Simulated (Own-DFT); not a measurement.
# Strain and stress in wurtzite AlN, 72 atoms (Al36N36)

All numbers below are calculated, not measured. The program, named Own-DFT, is a retired in-house plane-wave density functional code that no person has reviewed. Each row is one single-point run on a periodic cell that was not relaxed, without spin or spin-orbit coupling.

Settings of every run: PBE; PseudoDojo norm-conserving scalar-relativistic files; cutoff 42 hartree; 4 x 4 x 3 k mesh centred on Gamma; Gaussian smearing of 0.01 eV.

Known limits: k mesh not checked against a denser one; stress not checked against mesh or cutoff.

Unstrained cell vectors in Å: (9.336, 0.000, 0.000); (-4.668, 8.085, 0.000); (0.000, 0.000, 9.964). The unstrained cell has measured lattice constants (interpolated for alloys), not those of this functional. That, the random moves and any unrelaxed bonds set the pressure at no strain. Each run strains this cell uniformly, with the atoms carried along. Every atom was also moved at random, by a Gaussian of width 0.05 Å on each axis. Strain is the symmetric tensor, in per cent. Stress is positive in tension, and the pressure is minus a third of its trace.

```
run  e_xx (%)  e_yy (%)  e_zz (%)  e_yz (%)  e_xz (%)  e_xy (%)  s_xx (GPa)  s_yy (GPa)  s_zz (GPa)  s_yz (GPa)  s_xz (GPa)  s_xy (GPa)  P (GPa)  E (meV/atom)
  1      0.76     -1.15      0.66     -0.82     -1.36     -1.20       -3.98       -7.98       -3.84       -2.62       -3.44       -4.84     5.27          16.1
  2     -1.42     -0.80      0.21      0.51      1.26     -0.18      -12.09      -10.87       -7.22        0.46        2.87       -1.91    10.06          19.6
  3      0.92     -0.18      1.31      0.08      1.01      1.14        0.39       -5.97        0.52        0.37        1.96        4.46     1.69          13.9
  4     -0.40     -1.24     -0.92      1.80      0.73      0.16       -9.75      -10.74      -14.22        5.22        2.76        0.40    11.57          32.7
  5     -0.44      0.82     -1.77     -0.48     -0.56      0.96       -7.43       -5.62      -14.92       -1.72       -0.82        4.92     9.32          37.3
  6     -1.83      2.00     -0.29     -0.82      0.00     -1.09      -12.96        0.17       -5.90       -2.37       -2.31       -4.60     6.23          30.9
  7      0.61      1.46      0.45     -0.53     -0.26      1.69       -0.83        1.21       -2.98       -0.19       -0.70        5.22     0.87          16.2
  8     -1.17      1.03      1.42     -0.23      1.50      1.84       -9.14       -2.78        1.32       -1.09        3.66        6.67     3.53          20.7
  9      0.18     -0.44     -1.83      0.61     -1.07      0.79       -7.29       -9.35      -15.48        1.90       -3.99        2.54    10.71          39.2
 10     -1.43      1.19     -0.60      0.73      1.08      1.67      -12.79       -3.87       -6.72        2.72        2.64        5.05     7.79          31.7
 11     -0.69     -1.29      0.41     -0.09      0.89      1.59      -10.88      -13.08       -3.90        0.05        2.87        7.22     9.29          26.3
 12      1.12      1.90      0.32      1.03     -0.11      1.04       -0.56        4.25       -0.01        1.64       -0.01        3.47    -1.23           0.0
 13      0.49     -0.39      1.33      0.83     -0.99     -1.44       -3.65       -8.28        1.90        2.73       -3.29       -4.78     3.35          25.2
 14     -1.06      1.79      1.46     -0.53     -0.42      0.04       -7.39        2.67        0.49       -1.66       -1.51       -1.93     1.41          12.3
 15      1.59      1.27     -1.28      0.86     -0.48     -1.57        0.89        0.30       -9.49        2.49       -0.90       -5.64     2.77          20.4
 16     -1.11     -0.37      1.62      0.19     -1.93     -0.22      -11.48       -7.89        1.46        0.71       -4.83       -3.39     5.97          26.7
 17      1.19     -1.09      0.98     -1.78      1.73      0.65       -2.45       -6.99       -2.39       -4.48        5.13        4.42     3.94          23.0
 18      1.35      1.86     -1.06      1.47      0.52      1.41           ?           ?           ?           ?           ?           ?        ?             ?
```

E is the free energy for each atom above the lowest run shown.

## Worked fit

Each stress component was fitted by least squares to a constant and the strains of the runs shown, as fractions, with shears doubled. Shear strains stay in the fit of a normal stress only where such slopes are resolved. The slopes, in GPa:

```
stress  at no strain  per e_xx  per e_yy  per e_zz  scatter
  s_xx          -6.3  438 ± 24  101 ± 21   67 ± 22     1.01
  s_yy          -6.0  131 ± 28  418 ± 26   74 ± 27     1.22
  s_zz          -6.0   62 ± 31  116 ± 28  498 ± 30     1.35
```

Each shear stress against twice its own strain: yz 134 ± 11, xz 130 ± 11, xy 183 ± 12 GPa. These are stiffnesses along x, y and z of the frame in which the cell vectors are given, which need not be the crystal's axes. The atoms are held to the strained lattice; where symmetry lets them move under strain, relaxing them would lower some slopes. The table should be nearly symmetric about its diagonal, and what it lacks of that shows the noise. A ninth of its sum, 212 ± 3 GPa, estimates the bulk modulus near the mean pressure of these runs, 5.4 GPa, so it lies above the value at zero pressure.

## Withheld run

Question: what normal stresses and pressure should run 18 give?

The fit gives s_xx = 0.8, s_yy = 2.7, s_zz = -8.3 and P = 1.6 GPa. The calculation gave 0.82, 2.57, -6.92 and P = 1.18 GPa.
